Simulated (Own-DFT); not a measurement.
# Computed records: InAs (zincblende, strongly disordered by large displacements)

A calculation, not a measurement: plane-wave PBE density functional theory by an unreviewed code, no spin, of a simulated periodic cell, stress positive in tension, free energy of the whole cell less one offset for each atom, forces on such cells passed a denser k mesh, this cell's mesh not checked; broken bonds can close the gap or carry spin, so checks made on this kind of crystal may not hold here; offsets are fitted by least squares, one for each functional and potential file, so energies compare only between cells with the same atoms and settings and are not formation energies; the far tail of each file's local potential was reset to the Coulomb form; each entry is a single point on an unrelaxed cell, so the pressure reflects the starting lattice, mostly measured values (interpolated for alloys), from which strain is counted, and rises with the displacements; printed positions are rounded, which can move forces by about a meV/angstrom; the program, named Own-DFT, is a retired in-house code; no spin-orbit coupling. Program: Own-DFT development build.

Common to all runs: functional PBE; potential files PseudoDojo norm-conserving, scalar-relativistic, standard set; wave cutoff 42 hartree; occupations Fermi-Dirac; smearing width 0.1 eV; hardware one NVIDIA H200; k mesh 3 x 3 x 3 centred on Gamma.

(1) InAs (zincblende, strongly disordered by large displacements)

```xyz
64
Lattice="12.1166 0.0000 0.0000 0.0000 12.1166 0.0000 0.0000 0.0000 12.1166" Properties=species:S:1:pos:R:3 InAs
In    12.0358    12.0795    12.0819
In    12.0534     3.1307     3.0436
In     3.0466    12.1149     3.0365
In     2.8541     2.6056    12.0980
As     1.4800     1.4333     1.2846
As     1.3325     4.3783     5.0763
As     4.4833     1.4953     4.8732
As     4.5837     4.6327     1.1587
In     0.1266    12.0758     5.8566
In    11.9315     3.0647     9.0201
In     2.8083     0.1619     9.0978
In     3.1113     2.6516     6.1504
As     1.5093     1.7715     7.6989
As     1.4332     4.4905    10.6427
As     4.8345     1.8051    10.7957
As     4.6044     4.4485     7.8036
In    11.9888     5.8211    11.9598
In    11.9097     9.0315     3.1955
In     2.9417     6.1392     3.1364
In     3.0824     9.1936    12.0702
As     1.6781     7.7267     1.5499
As     1.2275    10.5211     4.5886
As     4.7129     7.6070     4.1874
As     4.7063    10.4018     1.7197
In     0.2565     6.0694     6.3920
In     0.2389     9.0940     8.9491
In     3.1948     6.2997     8.8893
In     2.9695     8.8191     6.2467
As     1.9023     7.4808     7.4490
As     1.4367    10.3098    10.3457
As     5.0884     8.0305    10.3101
As     4.3030    10.4510     7.1854
In     5.7411     0.0942     0.0181
In     6.1882     2.7353     2.7169
In     9.3114     0.0984     2.9480
In     8.7751     2.7764     0.1141
As     7.5879     1.4339     1.3248
As     7.4861     4.8981     5.0674
As    10.4788     1.5830     4.3813
As    10.2221     4.3905     1.7344
In     5.9229    12.0224     5.7759
In     6.2520     3.1281     9.3449
In     9.2010    11.9746     8.7513
In     9.0219     3.1239     6.0691
As     7.4646     1.3250     7.6810
As     7.7709     4.7780    10.2656
As    10.6823     1.2759    10.3916
As    10.3599     4.6520     7.8269
In     5.9756     6.4591    12.0573
In     5.7898     9.2663     3.2731
In     8.8014     5.8609     2.7510
In     9.0755     8.9021    12.0787
As     7.4011     7.3110     1.4805
As     7.9510    10.8175     4.6099
As    10.8086     7.5953     4.4455
As    10.3026    10.7956     1.7407
In     6.0227     6.1405     6.0704
In     5.9101     9.5934     9.1538
In     8.8380     6.0662     9.0139
In     9.1731     9.0910     6.0757
As     7.7616     7.5400     7.3677
As     7.4135    10.4406    10.6006
As    10.4584     7.7046    10.2800
As    10.9484    10.3899     7.2157
```

```
free energy of cell above offsets : 4.382 eV
pressure                          : 10.13 GPa
stress xx                         : -9.65 GPa
stress yy                         : -11.44 GPa
stress zz                         : -9.3 GPa
stress yz                         : 1.78 GPa
stress xz                         : 1.67 GPa
stress xy                         : -1.26 GPa
wall time                         : 1175 s
```

Force:
```
element  x (eV/Å)  y (eV/Å)  z (eV/Å)
     In    -0.549    -1.627    -0.185
     In     0.763     0.049     0.276
     In    -0.578    -0.513     0.546
     In     2.681     4.576    -2.545
     As    -2.464    -2.011     4.403
     As     1.812    -1.311     -2.91
     As     1.925    -0.733    -6.223
     As    -1.006    -1.066     1.241
     In    -1.542     3.774     1.855
     In     0.006     0.783     1.089
     In     1.344    -1.065     0.357
     In    -1.893     4.734     2.369
     As    -1.676    -1.587    -0.347
     As     1.551    -0.691    -1.257
     As    -2.646    -0.504    -1.369
     As    -0.198    -0.041    -1.246
     In    -1.255     1.705      1.29
     In     2.477     3.122    -4.375
     In    -0.237    -1.675    -0.487
     In     0.635    -0.621    -0.459
     As    -1.808    -0.423    -0.367
     As     4.115    -1.547    -1.799
     As    -3.047    -4.394     4.572
     As    -3.145     4.101    -4.487
     In    -3.621     0.177    -0.237
     In    -3.262    -3.403    -3.237
     In     2.673    -2.413     4.158
     In     3.029     4.025     -7.91
     As    -6.601    -2.563     3.797
     As     3.169     4.293     4.497
     As    -5.794    -7.013     4.464
     As     2.223     3.305     2.476
     In     1.694    -2.938     1.014
     In      -2.2     3.096     2.411
     In    -4.956     4.446     3.131
     In     4.652     4.835    -5.096
     As    -2.234    -5.802     2.791
     As     4.627     -4.49    -5.358
     As     1.455      1.24     2.451
     As     3.018    -1.927    -3.005
     In     2.464    -1.887     2.011
     In     0.489    -0.154    -2.148
     In     0.334    -1.244     0.754
     In    -0.156     -0.74     0.622
     As    -0.564     0.907    -1.096
     As     -4.46    -5.196     8.107
     As    -1.225     0.715     0.625
     As     2.356    -0.914    -2.427
     In    -1.646    -2.668    -2.921
     In     7.124     1.755     1.194
     In    -0.926     1.424     4.153
     In    -0.537     0.504     0.814
     As     1.728     4.146     2.008
     As    -2.052    -0.655    -0.325
     As    -3.589    -4.743     3.426
     As     4.954     -6.77    -6.202
     In    -5.036     3.354     3.036
     In     0.795      4.12    -8.305
     In     3.907     6.247     -3.82
     In      0.39    -0.783    -1.293
     As    -1.821     1.242     0.534
     As     3.639     3.236      2.71
     As     1.268    -0.675     0.569
     As    -0.573     0.876     1.687
```

(2) InAs (zincblende, strongly disordered by large displacements)

```xyz
64
Lattice="12.1166 0.0000 0.0000 0.0000 12.1166 0.0000 0.0000 0.0000 12.1166" Properties=species:S:1:pos:R:3 InAs
In    11.9531     0.1337     0.1411
In     0.0863     2.9660     3.2885
In     3.1904     0.3367     2.7772
In     2.9915     3.1513    11.9442
As     1.6870     1.5077     1.2493
As     1.3014     4.1546     4.7833
As     4.3338     1.1933     4.4954
As     4.4487     4.7945     1.6826
In     0.3042    12.1100     6.0239
In     0.1866     2.8798     8.9709
In     3.1906     0.0573     9.2040
In     2.8297     3.1439     5.8761
As     1.7039     1.4489     7.4815
As     1.5870     4.6802    10.5403
As     4.2511     1.4744    10.5982
As     4.6520     4.9538     7.5508
In    12.0033     5.8966     0.2681
In     0.3573     8.8130     3.0202
In     3.1678     5.7793     3.0758
In     2.8626     9.0175     0.1456
As     1.5680     7.5750     1.8037
As     1.6965    10.2788     4.6213
As     4.2043     7.6032     4.4018
As     4.5444    10.2628     1.4599
In     0.0213     6.1839     6.1312
In    12.1028     8.9755     9.4936
In     3.2529     6.0101     9.2729
In     2.7887     9.1690     6.0345
As     1.3079     7.4543     7.5062
As     1.6045    10.7062    10.4123
As     4.0814     7.4526    10.6086
As     4.7409    10.3679     7.6308
In     6.1578    12.0219    11.8548
In     5.9261     3.2075     2.8914
In     8.8885    12.0915     2.9793
In     9.3384     3.0491     0.2239
As     7.5959     1.4479     1.5022
As     7.7549     4.6275     4.8301
As    10.2508     1.4173     4.7128
As    10.5797     4.4003     1.3226
In     6.0468    11.8524     6.0530
In     6.0002     2.8168     8.8032
In     9.0037    12.0715     9.0661
In     9.0072     2.8878     6.0360
As     7.3544     1.5461     7.3137
As     7.7803     4.7858    10.7555
As    10.6824     1.1229    10.8584
As    10.5789     4.9330     7.6912
In     6.3097     5.7834    11.9125
In     6.1372     9.1365     3.3528
In     9.1594     5.9489     3.1588
In     9.0109     9.0518     0.1295
As     7.6270     7.6405     1.5221
As     7.5697    10.4514     4.6373
As    10.7803     7.1344     4.4151
As    10.3259    10.8605     1.4331
In     6.2277     6.2944     5.7778
In     5.9095     8.7893     9.0816
In     9.0263     6.0477     8.9564
In     9.1349     9.1442     6.3564
As     7.7375     7.6403     7.5960
As     8.0115    10.5810    10.5671
As    10.4380     7.5908    10.5150
As    10.4979    10.6029     7.2984
```

```
free energy of cell above offsets : 1.602 eV
pressure                          : 9.89 GPa
stress xx                         : -9.84 GPa
stress yy                         : -9.42 GPa
stress zz                         : -10.41 GPa
stress yz                         : -2.03 GPa
stress xz                         : -1.26 GPa
stress xy                         : -0.1 GPa
wall time                         : 1182 s
```

Force:
```
element  x (eV/Å)  y (eV/Å)  z (eV/Å)
     In     5.373    -3.923     3.785
     In    -2.979    -2.799    -3.683
     In    -1.347    -3.912    -2.833
     In     0.327     1.115     1.051
     As    -1.703     0.796      0.96
     As    -2.655     6.978     -1.85
     As     3.034     3.046     3.777
     As     4.251    -3.712    -6.711
     In     -1.65    -1.112    -0.845
     In    -1.373     0.754     1.025
     In    -1.168    -2.881    -3.887
     In     6.881    -3.485     4.153
     As     0.607     0.101     0.699
     As    -1.874    -0.591      0.29
     As     4.298     2.319     1.877
     As     0.535    -2.193    -1.313
     In     2.141     2.879    -2.287
     In    -6.368     4.881     4.785
     In    -5.538     2.833     4.813
     In    -0.578     0.495    -1.222
     As     3.823    -5.987     -5.47
     As    -4.495     6.554    -6.185
     As     1.675     0.453     1.263
     As     1.286     2.224      0.62
     In    -0.797    -2.583      -1.3
     In     0.885     0.908    -2.408
     In    -3.607    -3.653    -5.309
     In      4.68     -4.93     6.679
     As     3.138     2.507     3.327
     As    -1.096    -0.819      2.13
     As     4.913     4.862     4.781
     As    -2.212     1.155    -0.439
     In    -0.421    -0.445     0.638
     In     1.277    -1.555     1.485
     In    -0.042    -0.209     1.809
     In    -4.562    -5.224    -4.485
     As    -1.632     1.661    -0.912
     As    -1.155    -0.747    -2.169
     As     3.252    -1.676    -1.936
     As     2.864      2.67     6.628
     In    -0.757     0.603    -0.398
     In    -1.823     2.278     1.887
     In     1.449     1.759    -2.438
     In     0.528     2.322     2.231
     As     1.318    -1.872     0.489
     As      4.64    -5.647    -4.292
     As    -4.657     5.426    -6.506
     As     2.059    -4.511    -1.689
     In    -6.138     5.014     4.789
     In    -2.081    -2.088    -2.723
     In    -1.321    -0.579    -2.263
     In     1.612    -0.014    -0.416
     As    -1.496    -1.662     1.541
     As     2.303     1.295     0.807
     As     0.152     3.488    -0.064
     As     1.752    -2.164     0.761
     In    -1.454      1.09     0.936
     In     1.041    -0.323     1.681
     In    -1.321     1.105     2.023
     In    -1.516    -2.656    -3.756
     As    -2.466    -0.719    -0.073
     As    -3.655    -1.554     0.535
     As    -0.416    -1.123     2.235
     As     4.259     3.778     3.368
```

(3) InAs (zincblende, strongly disordered by large displacements)

```xyz
64
Lattice="12.1166 0.0000 0.0000 0.0000 12.1166 0.0000 0.0000 0.0000 12.1166" Properties=species:S:1:pos:R:3 InAs
In     0.0056     0.1877    11.9837
In    11.9855     2.8633     3.2271
In     3.2602     0.2091     2.8739
In     2.9048     3.0358    12.0125
As     1.5585     1.4274     1.8337
As     1.5689     4.5027     4.5212
As     4.7285     2.1929     4.6137
As     4.4614     4.7187     1.9678
In     0.2095    12.0399     5.8417
In    12.0671     2.8823     9.0504
In     3.4054    12.0173     9.3890
In     3.1721     3.1784     6.0570
As     1.5945     1.7270     7.4195
As     1.4270     4.7355    10.3029
As     4.4971     1.2721    10.7083
As     4.3725     4.5487     7.4708
In     0.1983     5.8318     0.2850
In     0.1600     9.0972     2.9656
In     3.1562     5.9079     3.0550
In     3.1180     8.9170     0.0842
As     1.2972     7.5426     1.6068
As     1.4739    10.7121     4.6669
As     4.4223     7.9019     4.5363
As     4.7144    10.7130     1.5667
In    11.9657     6.0473     5.9401
In    12.0567     8.8696     8.9335
In     2.8610     6.2156     8.9441
In     3.3880     8.7357     6.2725
As     1.8589     7.8075     7.3374
As     1.9960    10.7156    10.6660
As     4.3204     7.8888    10.6523
As     4.8416    10.3548     7.7862
In     5.7492    11.9197     0.1079
In     6.1046     3.1267     3.1007
In     8.9399    12.0178     2.6303
In     9.1121     2.8813     0.2000
As     7.8080     1.6477     1.3716
As     7.7381     4.5122     4.6654
As    10.9078     1.5401     4.3307
As    10.9529     4.8643     1.4371
In     6.3736    12.0585     5.7397
In     5.9029     2.8325     9.0572
In     8.7576    11.9959     8.7121
In     8.9619     2.8214     6.2511
As     7.6528     1.2790     7.5511
As     7.3173     4.6633    10.5423
As    10.4925     1.6108    10.5315
As    10.6461     4.5790     7.8829
In     6.1861     6.3137    11.9578
In     6.1950     8.9860     2.7808
In     9.1404     5.9487     3.0334
In     9.0762     9.1837     0.0538
As     7.4928     7.1474     1.1555
As     7.5880    10.3273     4.3485
As    10.6538     7.8112     4.2187
As    10.5437    10.4328     1.3076
In     5.8718     6.0142     5.9805
In     5.9864     9.0450     9.0057
In     9.2845     5.8484     8.8589
In     9.0232     9.1829     6.1443
As     7.9018     7.6939     7.8562
As     7.3040    10.5982    10.5542
As    10.5062     7.4695    10.6577
As    10.7129    10.6140     7.8299
```

```
free energy of cell above offsets : 8.119 eV
pressure                          : 11.04 GPa
stress xx                         : -11.56 GPa
stress yy                         : -10.51 GPa
stress zz                         : -11.05 GPa
stress yz                         : 1.12 GPa
stress xz                         : 3.75 GPa
stress xy                         : -0.63 GPa
wall time                         : 1146 s
```

Force:
```
element  x (eV/Å)  y (eV/Å)  z (eV/Å)
     In     0.787    -0.979     0.236
     In     6.246      8.55    -6.409
     In     1.276    -1.021     2.951
     In    -0.175     0.476     0.715
     As    -2.001     1.792    -3.004
     As    -1.071     0.359     0.263
     As      -0.7    -5.829     1.038
     As     6.199     -5.38    -7.508
     In    -3.643     3.891     4.274
     In     1.163    -0.052     0.105
     In    -1.763    -1.825     -6.35
     In    -3.726    -0.626    -0.467
     As     0.103    -1.867     0.734
     As    -0.298    -1.306     1.792
     As     2.553     5.612     2.536
     As     2.209     1.798     3.103
     In     6.479     5.157    -8.612
     In    -0.201     3.083     0.734
     In    -6.448     6.471     5.029
     In    -3.388     2.619     4.064
     As     3.808    -0.287    -0.729
     As     4.971    -4.356    -3.917
     As     3.349    -3.349    -5.223
     As    -3.445    -4.375     4.291
     In     0.547     0.279    -0.189
     In     1.185    -0.553     1.606
     In     1.531     0.086      0.56
     In     3.573     7.587    -0.587
     As    -9.046    -4.289     4.303
     As    -4.289     -2.07     1.688
     As     3.343    -4.129    -3.642
     As    -4.314     6.221    -5.889
     In     4.931     3.441    -4.029
     In     3.558     1.561    -3.187
     In      1.45    -0.871     1.733
     In     4.478     5.747     -4.38
     As    -6.687    -3.283      3.63
     As    -0.452     0.274     0.052
     As    -8.352    -7.772     6.825
     As    -8.849    -7.704     7.085
     In     -2.01     0.327     0.313
     In     0.217     0.835     0.256
     In     4.334    -5.092     5.866
     In     2.586     1.559     -1.49
     As    -5.303     4.655    -2.985
     As      1.57    -1.949    -1.057
     As    -0.683    -1.018    -0.148
     As     4.742    -4.899     -5.94
     In    -9.305    -4.298    -6.853
     In    -0.385    -1.411    -0.372
     In     0.322     0.591    -0.323
     In    -2.538    -2.207    -2.765
     As     8.026     6.148     8.776
     As      1.12     1.225     -0.13
     As    -1.924    -1.369     2.447
     As     2.882     2.435     1.919
     In     1.221     1.048     0.004
     In     4.399    -5.003     4.497
     In    -5.783     4.922     5.368
     In     1.548    -0.186    -0.261
     As    -1.757    -0.666     -0.94
     As     1.302     0.297     0.771
     As     0.828    -0.238      0.04
     As    -0.301     1.212    -2.216
```
